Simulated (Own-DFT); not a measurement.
## Calculated data, Hf₃₆O₇₁ (tetragonal hafnia with one neutral oxygen vacancy, atoms displaced)

A calculation, not a measurement: plane-wave PBE and HSE06 DFT by an unreviewed code, no spin, of a simulated cell at Gamma alone, so results move with cell size and shape, stress positive in tension, energies less offsets, not probed for a lower state with spin; hafnium file: forces about 75 meV/angstrom off all-electron values; oxygen file: force components 24 meV/angstrom off all-electron in a glass; k mesh not checked against a denser one; forces and stress are PBE's, HSE06 gives the energy alone, and its difference from PBE has offsets of its own; offsets are fitted by least squares, one for each functional and potential file, so energies compare only between cells with the same atoms and settings and are not formation energies; the far tail of each file's local potential was reset to the Coulomb form; each entry is a single point on an unrelaxed cell, so the pressure reflects the starting lattice, taken from the Materials Project, from which strain is counted, and rises with the displacements; printed positions are rounded, which can move forces by about a meV/angstrom; the program is a retired in-house code; no spin-orbit coupling. Program: Own-DFT development build.

Common to all runs: first functional PBE; second functional HSE06; exact exchange share 0.25; screening 0.11 1/bohr; exchange divergence Gygi-Baldereschi; potential files PseudoDojo norm-conserving, scalar-relativistic, made for PBE, standard set; wave cutoff 48 hartree; occupations fixed; k mesh 1 x 1 x 1 centred on Gamma.

(1) Hf₃₆O₇₁ (tetragonal hafnia with one neutral oxygen vacancy, atoms displaced)

```
CELL_PARAMETERS angstrom
10.78000 0.00000 0.00000
0.00000 10.78000 0.00000
0.00000 0.00000 10.44930
ATOMIC_POSITIONS crystal
Hf 0.00063 0.00108 0.99937
Hf 0.16675 0.16398 0.25461
O 0.99868 0.16773 0.15255
O 0.00319 0.16400 0.40665
O 0.16820 0.99570 0.09975
Hf 0.99754 0.99886 0.50156
Hf 0.16535 0.16842 0.75343
O 0.00046 0.16147 0.65618
O 0.17109 0.00096 0.84271
O 0.99839 0.16258 0.90397
O 0.17068 0.00472 0.59962
Hf 0.00510 0.33184 0.99961
Hf 0.16266 0.49634 0.25141
O 0.00162 0.49942 0.15034
O 0.16390 0.33067 0.35311
O 0.00317 0.49991 0.40095
O 0.16358 0.33203 0.09836
Hf 0.99838 0.33489 0.49978
Hf 0.17074 0.50386 0.75564
O 0.99791 0.50515 0.65374
O 0.16142 0.33523 0.84084
O 0.00002 0.49850 0.90491
O 0.17197 0.33490 0.59921
Hf 0.99973 0.66308 0.99949
Hf 0.16872 0.83090 0.25126
O 0.00062 0.83465 0.14872
O 0.17136 0.66876 0.34799
O 0.00405 0.83103 0.40399
O 0.16923 0.66666 0.09755
Hf 0.00191 0.67087 0.50096
Hf 0.16586 0.83237 0.75652
O 0.00314 0.82985 0.65053
O 0.16530 0.66760 0.84652
O 0.00000 0.83318 0.90730
O 0.16721 0.66063 0.59280
Hf 0.33753 0.00109 0.00048
Hf 0.50468 0.16542 0.25039
O 0.33155 0.16376 0.15686
O 0.49935 0.00096 0.34753
O 0.33689 0.16787 0.40416
O 0.49712 0.99788 0.09676
Hf 0.32942 0.99737 0.50130
Hf 0.49712 0.16289 0.74638
O 0.33226 0.16610 0.65133
O 0.49982 0.00059 0.84649
O 0.32921 0.16385 0.90335
O 0.50265 0.00287 0.59582
Hf 0.33328 0.33804 0.99979
Hf 0.49425 0.50469 0.25317
O 0.33480 0.49732 0.15781
O 0.49550 0.33480 0.35270
O 0.33228 0.49950 0.40650
O 0.50049 0.33378 0.09406
Hf 0.33697 0.33387 0.49843
Hf 0.50041 0.49788 0.75294
O 0.33108 0.49638 0.65303
O 0.49952 0.33081 0.84625
O 0.33116 0.49583 0.90338
O 0.49639 0.33285 0.59982
Hf 0.33163 0.66933 0.99121
Hf 0.49914 0.82861 0.24325
O 0.33083 0.82817 0.14977
O 0.49923 0.66812 0.35035
O 0.33557 0.83224 0.39731
O 0.50111 0.66506 0.09437
Hf 0.33243 0.66529 0.50080
Hf 0.50182 0.83169 0.74948
O 0.32937 0.83309 0.65354
O 0.50263 0.66883 0.84741
O 0.33379 0.84141 0.90494
O 0.50461 0.66715 0.59813
Hf 0.66640 0.00277 0.99920
Hf 0.83442 0.17172 0.24697
O 0.66459 0.16558 0.15772
O 0.82954 0.99629 0.34885
O 0.66969 0.16411 0.40560
O 0.83146 0.00024 0.09634
Hf 0.66885 0.00028 0.50171
Hf 0.83215 0.15936 0.74803
O 0.67025 0.16554 0.65121
O 0.83458 0.00100 0.84798
O 0.66537 0.16647 0.90456
O 0.83056 0.99932 0.59825
Hf 0.66636 0.33346 0.99899
Hf 0.83587 0.49840 0.24871
O 0.67168 0.49689 0.15276
O 0.83539 0.32974 0.34469
O 0.65977 0.49867 0.40221
O 0.83080 0.33224 0.09454
Hf 0.66360 0.33496 0.50046
Hf 0.82922 0.49770 0.74855
O 0.66629 0.49648 0.65221
O 0.83275 0.33689 0.84889
O 0.66635 0.50133 0.90511
O 0.83333 0.33364 0.59772
Hf 0.66368 0.66229 0.99766
Hf 0.83732 0.83369 0.25225
O 0.66515 0.83688 0.15645
O 0.83390 0.66371 0.34714
O 0.67152 0.83706 0.40584
O 0.82934 0.66534 0.09610
Hf 0.66846 0.67134 0.49956
Hf 0.83198 0.83402 0.75011
O 0.66977 0.83170 0.65412
O 0.83077 0.66766 0.84533
O 0.66501 0.83605 0.90402
O 0.83806 0.66952 0.59543
```

```
PBE energy of cell above offsets : -100.812 eV
HSE06 less PBE above offsets     : -0.123 eV
PBE pressure                     : 1.33 GPa
PBE stress xx                    : -0.16 GPa
PBE stress yy                    : -1.6 GPa
PBE stress zz                    : -2.23 GPa
PBE stress yz                    : 0.52 GPa
PBE stress xz                    : -0.02 GPa
PBE stress xy                    : -0.01 GPa
```

Force:
```
element  x (eV/Å)  y (eV/Å)  z (eV/Å)
     Hf      0.05    -0.653     1.036
     Hf     0.361    -0.623     0.101
      O     0.559    -0.051     0.168
      O    -0.002    -0.103    -0.279
      O     -0.22     0.384    -0.033
     Hf     0.868     0.238     0.117
     Hf     0.595     -0.26    -1.269
      O    -0.439      0.12    -0.237
      O     -0.64    -0.514     0.677
      O      0.35     0.927    -0.155
      O    -1.302     -0.45    -0.909
     Hf    -1.406    -0.173    -0.407
     Hf     0.454     0.309     0.614
      O    -0.319     0.067     0.096
      O     0.051     0.287    -0.918
      O    -0.095     0.074    -0.103
      O     1.081     0.344    -0.025
     Hf     1.209     0.116     0.737
     Hf    -1.395    -1.258    -2.286
      O     0.367    -0.426     0.369
      O     0.064    -0.014      1.48
      O     0.245     0.376    -0.081
      O    -1.349    -0.168    -0.349
     Hf    -0.622      0.52     0.689
     Hf    -0.138     0.953    -0.373
      O    -0.062    -0.344     0.939
      O    -0.192    -0.942    -0.278
      O         0     0.967    -0.615
      O    -0.234    -0.425    -0.649
     Hf    -0.046    -1.324     0.226
     Hf    -0.182     1.364     -1.19
      O    -0.123     0.402     0.548
      O     0.601     0.129     0.912
      O     0.217    -0.155    -0.823
      O     0.316     0.204     0.759
     Hf    -1.086     0.913      0.69
     Hf    -1.665    -0.203     1.054
      O     0.288     0.313    -0.104
      O     0.256    -0.605    -0.593
      O     -0.81    -0.781    -0.012
      O     0.828     0.132     0.081
     Hf     0.918     0.611     -0.63
     Hf     0.064     0.194    -0.272
      O     0.248    -0.057     0.535
      O     0.012    -0.228    -0.089
      O     0.158     1.278     0.073
      O    -0.425    -0.376     0.485
     Hf     0.334    -2.032     0.933
     Hf       1.6    -0.927     0.213
      O    -0.898    -0.146    -0.652
      O     0.438     -0.16    -0.797
      O     0.179     0.499    -0.598
      O    -0.413     -0.01     0.163
     Hf    -0.934    -0.698     0.456
     Hf      0.02    -0.366    -1.045
      O      1.12     0.789     0.701
      O    -0.118     0.369     0.083
      O      0.06       1.4    -0.475
      O     1.097     0.068     0.198
     Hf     0.036      0.73     1.747
     Hf    -0.291      1.38     0.945
      O      0.64    -0.189    -0.117
      O     0.113     0.021     -0.36
      O    -0.571     0.225     0.625
      O    -0.833    -0.109     0.264
     Hf     0.202     0.397    -0.188
     Hf     -0.04     0.807    -0.405
      O     0.638    -0.329      0.14
      O    -0.683     -0.61     0.086
      O    -0.024    -2.097    -0.784
      O    -0.742     0.087     0.184
     Hf    -0.031    -0.662     0.569
     Hf    -0.297    -1.527     0.206
      O     0.734     0.091    -0.843
      O      0.81     0.866    -0.118
      O    -0.209     0.991    -0.258
      O     0.359      0.12    -0.099
     Hf    -0.803     0.337     -0.86
     Hf     0.286     1.592      0.31
      O    -0.812     0.171     0.373
      O    -0.143    -0.665     0.021
      O     0.172     0.073    -0.194
      O     0.815    -0.127     0.579
     Hf     0.238     0.048     0.105
     Hf    -0.555     0.358    -0.104
      O     -1.18     0.174     0.207
      O     0.149      0.97     0.497
      O     0.534     0.372     0.311
      O     0.833      -0.3     0.354
     Hf    -0.082    -0.316     0.069
     Hf     1.187     0.023    -0.011
      O    -0.423     0.087     0.164
      O    -0.151    -0.939    -0.422
      O    -0.473    -0.556    -0.809
      O     -0.04     0.103    -0.381
     Hf     1.115     1.133     0.616
     Hf     -0.66     -0.03    -0.684
      O     0.523    -0.261    -0.102
      O    -0.005      0.24    -0.091
      O    -0.252     -1.12    -0.048
      O     0.753    -0.017    -0.139
     Hf     0.383     -0.41    -0.302
     Hf     0.589    -0.543      0.21
      O    -0.603    -0.072     0.013
      O      0.07    -0.152    -0.005
      O    -0.002    -0.328    -0.183
      O     -1.17     0.087     0.034
```

(2) Hf₃₆O₇₁ (tetragonal hafnia with one neutral oxygen vacancy, atoms displaced)

```
CELL_PARAMETERS angstrom
10.78000 0.00000 0.00000
0.00000 10.78000 0.00000
0.00000 0.00000 10.44930
ATOMIC_POSITIONS crystal
Hf 0.99586 0.00085 0.99818
Hf 0.17215 0.16637 0.24965
O 0.00168 0.16931 0.15627
O 0.00152 0.16619 0.40667
O 0.16571 0.00045 0.09654
Hf 0.99891 0.99858 0.49817
Hf 0.17329 0.16632 0.74916
O 0.99946 0.16660 0.64966
O 0.16444 0.99905 0.85212
O 0.00263 0.16966 0.90304
O 0.16367 0.99869 0.59675
Hf 0.99699 0.33383 0.00590
Hf 0.17253 0.50039 0.24597
O 0.00104 0.50147 0.15603
O 0.16499 0.33254 0.34566
O 0.00008 0.50200 0.40902
O 0.16705 0.33235 0.10092
Hf 0.99211 0.33620 0.50346
Hf 0.16638 0.49749 0.74509
O 0.00301 0.50183 0.65174
O 0.16554 0.33077 0.85405
O 0.00207 0.50398 0.89919
O 0.16253 0.33752 0.60007
Hf 0.00122 0.67343 0.00211
Hf 0.17070 0.83444 0.25203
O 0.99523 0.82850 0.14932
O 0.16668 0.66583 0.34973
O 0.99950 0.83022 0.40143
O 0.16301 0.66786 0.10031
Hf 0.00244 0.66716 0.50309
Hf 0.16902 0.82937 0.74975
O 0.00321 0.83373 0.65203
O 0.16238 0.66905 0.84461
O 0.99903 0.83501 0.90804
O 0.16786 0.66785 0.59449
Hf 0.33987 0.99724 0.00091
Hf 0.50201 0.16990 0.25141
O 0.33335 0.16870 0.15082
O 0.49966 0.00601 0.35148
O 0.33552 0.16714 0.39842
O 0.50237 0.99866 0.09987
Hf 0.33420 0.99867 0.49981
Hf 0.50245 0.16580 0.75007
O 0.33121 0.16526 0.64813
O 0.49953 0.00225 0.84592
O 0.33411 0.16710 0.89974
O 0.49995 0.99560 0.59470
Hf 0.33314 0.33257 0.00289
Hf 0.50067 0.49968 0.25030
O 0.33677 0.49784 0.15480
O 0.49869 0.32964 0.34359
O 0.33366 0.50052 0.40127
O 0.50454 0.33037 0.09641
Hf 0.33369 0.33648 0.50324
Hf 0.49849 0.50210 0.75103
O 0.33009 0.49860 0.65397
O 0.49619 0.33609 0.84431
O 0.33030 0.49896 0.90053
O 0.49943 0.32553 0.59760
Hf 0.32941 0.66532 0.99900
Hf 0.49348 0.83006 0.25114
O 0.33333 0.83295 0.15362
O 0.50147 0.66633 0.34515
O 0.32998 0.83365 0.40124
O 0.49997 0.66506 0.09946
Hf 0.33519 0.66301 0.49856
Hf 0.50080 0.82601 0.74827
O 0.33674 0.83264 0.65293
O 0.50694 0.66257 0.84807
O 0.33160 0.83632 0.90204
O 0.50186 0.66719 0.59118
Hf 0.66750 0.99917 0.99673
Hf 0.83577 0.16646 0.25111
O 0.66927 0.16717 0.15755
O 0.83026 0.00292 0.35152
O 0.66901 0.16989 0.40805
O 0.83094 0.99929 0.09740
Hf 0.66686 0.99660 0.49718
Hf 0.83095 0.17090 0.75278
O 0.67051 0.16587 0.65485
O 0.83599 0.99764 0.85420
O 0.66748 0.16946 0.90246
O 0.83417 0.99698 0.59811
Hf 0.66587 0.33395 0.00022
Hf 0.83209 0.49852 0.24801
O 0.66249 0.50141 0.15507
O 0.82924 0.33118 0.34788
O 0.66932 0.50133 0.40001
O 0.83569 0.33399 0.09424
Hf 0.66411 0.33512 0.49945
Hf 0.83507 0.50059 0.75258
O 0.66408 0.50285 0.65199
O 0.83575 0.33096 0.84476
O 0.66452 0.49797 0.89776
O 0.83706 0.33042 0.59971
Hf 0.66725 0.66710 0.00011
Hf 0.83283 0.83307 0.24379
O 0.66912 0.82883 0.15231
O 0.83353 0.66825 0.34605
O 0.66735 0.83697 0.40561
O 0.83677 0.66711 0.09768
Hf 0.66662 0.66430 0.49865
Hf 0.83126 0.83847 0.75386
O 0.66422 0.83554 0.65576
O 0.83528 0.66839 0.84818
O 0.66183 0.83360 0.90329
O 0.83257 0.66872 0.59436
```

```
PBE energy of cell above offsets : -100.778 eV
HSE06 less PBE above offsets     : -0.129 eV
PBE pressure                     : 1.03 GPa
PBE stress xx                    : -1.25 GPa
PBE stress yy                    : -0.1 GPa
PBE stress zz                    : -1.75 GPa
PBE stress yz                    : -0.29 GPa
PBE stress xz                    : 0.57 GPa
PBE stress xy                    : -0.01 GPa
```

Force:
```
element  x (eV/Å)  y (eV/Å)  z (eV/Å)
     Hf     1.227       0.7     0.175
     Hf    -0.616    -0.319     0.577
      O    -0.271    -0.054    -0.237
      O      0.14     0.006    -0.507
      O     0.396      -0.3     0.539
     Hf    -0.213     0.254     0.468
     Hf    -1.817    -0.266     0.591
      O     0.078         0     0.971
      O     0.202     -0.05    -0.924
      O    -0.635     -0.37     0.504
      O     0.976    -0.047    -0.674
     Hf     1.846     0.162    -1.401
     Hf     -1.58    -0.559     1.172
      O    -0.073    -0.345    -0.041
      O     0.475     0.567     0.036
      O    -0.399    -0.326    -0.569
      O     0.217     0.431    -0.233
     Hf     1.841    -0.806    -0.814
     Hf    -0.947    -0.681     1.532
      O    -1.063     0.119     0.219
      O     0.469     0.531     -0.81
      O    -0.457    -0.575     0.631
      O     0.884    -0.023    -0.153
     Hf    -0.443    -0.972     -0.46
     Hf    -1.527     0.474     0.319
      O     1.189      0.46     0.462
      O     0.469    -0.012    -0.554
      O     0.539     0.787    -0.246
      O     1.593    -0.243     -0.31
     Hf    -0.653     0.218    -0.622
     Hf    -0.478     1.551    -0.304
      O    -0.638    -0.329     0.712
      O     0.658    -0.553     0.487
      O    -0.072    -0.001    -0.879
      O     0.847    -0.081     0.523
     Hf     -1.33     1.159    -0.239
     Hf    -0.248     -1.23    -0.241
      O     0.742     0.012    -0.258
      O     0.046    -1.229    -0.659
      O    -0.707     0.111     0.595
      O     0.166    -0.161    -0.225
     Hf    -0.264     0.884     0.002
     Hf    -0.452     0.215     -0.43
      O      0.84       0.1     0.061
      O     0.132    -0.778      0.17
      O      0.24    -0.211     0.366
      O     0.103     0.365     0.463
     Hf    -0.569    -0.604    -0.726
     Hf     0.188    -0.079       0.1
      O    -0.001     0.161    -0.845
      O     0.194     1.617     0.876
      O     0.363    -0.293     0.129
      O    -0.636     0.183    -0.022
     Hf    -1.176    -1.233    -0.534
     Hf     0.416     -0.92    -0.068
      O     1.297     0.193    -0.788
      O     0.226    -0.349     0.195
      O     0.184     0.777      0.54
      O     0.014     0.552    -0.286
     Hf     0.014      0.05     0.006
     Hf     1.573     1.271     0.107
      O    -0.042    -0.141    -0.461
      O    -0.256    -0.058     0.344
      O      0.08    -0.347     -0.24
      O    -0.606     0.229    -0.566
     Hf    -0.988     0.757     -0.06
     Hf     0.063     1.505     0.032
      O    -0.385    -0.323    -0.094
      O    -0.642     0.542     0.108
      O     0.461    -1.398     0.226
      O    -0.649    -0.094     0.872
     Hf    -0.179     0.292     0.724
     Hf     0.161    -0.528     0.595
      O     -0.07     0.107    -0.512
      O     0.178    -0.491    -0.735
      O    -0.365    -0.115    -0.151
      O    -0.006     0.121     0.219
     Hf     0.316     0.989     0.556
     Hf     1.632    -1.071     -0.89
      O    -0.764     0.151     0.124
      O    -0.498     0.787    -0.289
      O    -0.146    -0.334     0.148
      O    -0.419    -0.317     0.386
     Hf     0.231     0.013    -0.178
     Hf     0.653      0.78     0.742
      O     0.917    -0.121    -0.736
      O     0.332      0.73    -0.086
      O    -0.442    -0.497     0.148
      O    -1.393     0.344     0.625
     Hf     0.781    -0.562     0.161
     Hf     0.335      0.43    -0.175
      O     0.267    -0.306    -0.123
      O      -0.2     1.215     0.599
      O     0.458     0.104     0.727
      O    -2.004     0.596     0.346
     Hf     0.296    -0.108     0.291
     Hf     0.303     0.034     1.386
      O    -1.161    -0.053    -0.148
      O     -0.39    -0.424     -0.42
      O    -0.382    -1.347     -0.48
      O    -1.124    -0.472    -0.262
     Hf      1.39     0.703    -0.259
     Hf     0.818    -0.597    -1.273
      O     0.413    -0.272     0.059
      O    -0.535     0.034    -0.123
      O     0.213    -0.154     -0.05
      O    -0.174    -0.245     0.429
```
